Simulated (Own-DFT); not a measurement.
AlGa₃N₄ (wurtzite random alloy, atoms displaced) (calculated)

A calculation, not a measurement: plane-wave PBE density functional theory by an unreviewed code, no spin, of a simulated periodic cell, stress positive in tension, free energy of the whole cell less one offset for each atom, forces on such cells passed a denser k mesh, this cell's mesh not checked; offsets are fitted by least squares, one for each functional and potential file, so energies compare only between cells with the same atoms and settings and are not formation energies; the far tail of each file's local potential was reset to the Coulomb form; each entry is a single point on an unrelaxed cell, so the pressure reflects the starting lattice, mostly measured values, from which strain is counted, and rises with the displacements; printed positions are rounded, which can move forces by about a meV/angstrom; the program is a retired in-house code; no spin-orbit coupling. Program: Own-DFT development build.

AlGa₃N₄ (wurtzite random alloy, atoms displaced)

```
CELL_PARAMETERS angstrom
9.50920 0.00000 0.00000
-4.75460 8.23530 0.00000
0.00000 0.00000 10.26850
ATOMIC_POSITIONS crystal
Al 0.10918 0.22270 0.99673
Ga 0.21985 0.10825 0.24516
N 0.10936 0.22045 0.18827
N 0.22471 0.10737 0.43794
Ga 0.10713 0.21764 0.49764
Al 0.22021 0.10920 0.74864
N 0.10927 0.21915 0.68936
N 0.21541 0.10831 0.94102
Ga 0.10972 0.55408 0.99847
Ga 0.22371 0.45063 0.25088
N 0.10351 0.54961 0.18939
N 0.21758 0.44456 0.43687
Ga 0.11203 0.55284 0.50850
Al 0.22587 0.44505 0.74914
N 0.11518 0.55197 0.69425
N 0.22382 0.44541 0.94089
Al 0.11536 0.88986 0.99889
Ga 0.22257 0.78153 0.25111
N 0.10865 0.88479 0.18785
N 0.22791 0.78371 0.44008
Ga 0.11533 0.88748 0.50317
Ga 0.22139 0.77826 0.75699
N 0.10912 0.88990 0.69388
N 0.22009 0.77514 0.93741
Ga 0.44399 0.22251 0.99730
Al 0.55262 0.10924 0.24653
N 0.43829 0.22128 0.18958
N 0.55904 0.11305 0.43861
Ga 0.44163 0.22135 0.50003
Ga 0.55745 0.11680 0.75083
N 0.44800 0.22669 0.68762
N 0.55117 0.11697 0.94331
Al 0.44435 0.55453 0.99990
Al 0.55319 0.43917 0.25507
N 0.44406 0.55274 0.19313
N 0.55821 0.44833 0.43774
Ga 0.44729 0.55578 0.49970
Ga 0.55307 0.44613 0.75027
N 0.44279 0.55849 0.68813
N 0.56090 0.44497 0.93814
Ga 0.44197 0.88633 0.00388
Ga 0.55894 0.77765 0.25177
N 0.45117 0.89341 0.19039
N 0.55505 0.77698 0.43947
Al 0.44620 0.89354 0.50035
Ga 0.55635 0.78219 0.74875
N 0.43811 0.88430 0.68407
N 0.56135 0.77889 0.94099
Al 0.77627 0.22361 0.99670
Ga 0.89500 0.11896 0.25084
N 0.77572 0.21764 0.18596
N 0.88697 0.11043 0.43572
Ga 0.77730 0.22774 0.50514
Ga 0.88803 0.11715 0.75111
N 0.77783 0.22888 0.68604
N 0.89629 0.11541 0.93945
Ga 0.77489 0.55639 0.00487
Ga 0.88686 0.44172 0.24650
N 0.78322 0.56091 0.18724
N 0.89212 0.44650 0.44059
Ga 0.77929 0.55391 0.50185
Ga 0.89027 0.44007 0.74945
N 0.77018 0.55148 0.68668
N 0.88748 0.44096 0.93564
Ga 0.77694 0.89104 0.99832
Ga 0.89311 0.77938 0.25053
N 0.77391 0.88541 0.18904
N 0.88945 0.77860 0.43819
Ga 0.78092 0.89036 0.49580
Ga 0.89137 0.78081 0.75059
N 0.78090 0.89369 0.69235
N 0.88996 0.78405 0.93618
```

| Item | Value |
| --- | --- |
| functional | PBE |
| potential files | PseudoDojo norm-conserving, scalar-relativistic, standard set |
| wave cutoff | 42 hartree |
| occupations | Fermi-Dirac |
| smearing width | 0.1 eV |
| k mesh | 4 x 4 x 3 centred on Gamma |
| free energy of cell above offsets | 3.648 eV |
| pressure | 6.04 GPa |
| stress xx | -6.32 GPa |
| stress yy | -4.74 GPa |
| stress zz | -7.07 GPa |
| stress yz | 0.05 GPa |
| stress xz | 0.17 GPa |
| stress xy | -0.49 GPa |

Force:
```
element  x (eV/Å)  y (eV/Å)  z (eV/Å)
     Al     0.549     0.258     0.782
     Ga    -0.449     0.044     0.614
      N     0.396     0.696    -1.135
      N    -0.868     0.239    -0.121
     Ga     0.394     0.339     0.055
     Al      0.04     0.434     0.399
      N     0.845     0.981     0.343
      N     0.228     0.063    -0.838
     Ga    -0.151    -0.363     0.391
     Ga     0.068    -0.876    -0.299
      N     0.714     1.337    -0.452
      N     0.882    -0.258     0.734
     Ga    -0.152     0.795    -1.019
     Al     0.016    -0.473     0.384
      N    -0.062     0.126      0.29
      N     0.948    -0.433    -0.779
     Al    -1.076    -0.293     0.035
     Ga     0.514    -0.793     0.104
      N     0.465      0.55    -1.342
      N     0.709    -0.645     0.323
     Ga    -0.743    -0.033    -0.075
     Ga     0.087    -0.186     -1.57
      N     0.915     0.631    -0.353
      N    -0.411     0.763     1.565
     Ga    -1.418     0.537     0.739
     Al     0.322     0.722     0.569
      N     1.795     0.525     0.255
      N    -0.442    -0.708    -0.751
     Ga     0.643     0.379    -0.313
     Ga    -0.284     -0.89    -0.023
      N    -1.386     -1.05     0.613
      N     2.322    -0.999    -0.726
     Al     0.333     0.074     0.429
     Al    -0.029     0.719    -0.899
      N      0.84    -0.151    -1.249
      N     0.142    -0.779    -0.483
     Ga     -0.75     0.039    -0.183
     Ga     0.129     0.231    -0.024
      N    -0.343    -0.546     0.485
      N    -1.835     0.343     0.419
     Ga     0.491     0.274    -0.499
     Ga    -0.254    -0.283     0.025
      N    -0.843     -0.15      0.24
      N     -0.79     0.763     0.542
     Al     0.434    -0.358    -0.473
     Ga     0.239    -0.124     0.128
      N     0.217     1.159     0.256
      N    -1.516    -1.091    -0.219
     Al     0.444    -0.276     0.564
     Ga    -0.523    -1.257     -0.54
      N    -1.254     0.124    -0.662
      N    -0.258      0.46     0.805
     Ga     0.468    -0.563    -1.741
     Ga     0.486    -0.557    -0.098
      N     0.249    -1.291     1.017
      N    -1.626     0.624     0.286
     Ga     0.856     0.655    -1.236
     Ga    -0.346    -0.239     0.733
      N    -1.233    -1.443      1.18
      N         0     0.026    -0.359
     Ga    -0.243     0.459     -0.39
     Ga    -0.863     1.614     0.194
      N     1.141     0.719     0.667
      N    -0.325    -0.272     0.812
     Ga     0.797     0.368     0.653
     Ga    -0.927     0.014         0
      N     0.868     0.894    -0.085
      N     0.658    -0.122     0.373
     Ga    -0.446    -0.174       0.8
     Ga    -0.784    -0.839      -0.1
      N    -0.377    -0.008     -0.83
      N      1.36    -0.456     1.066
```
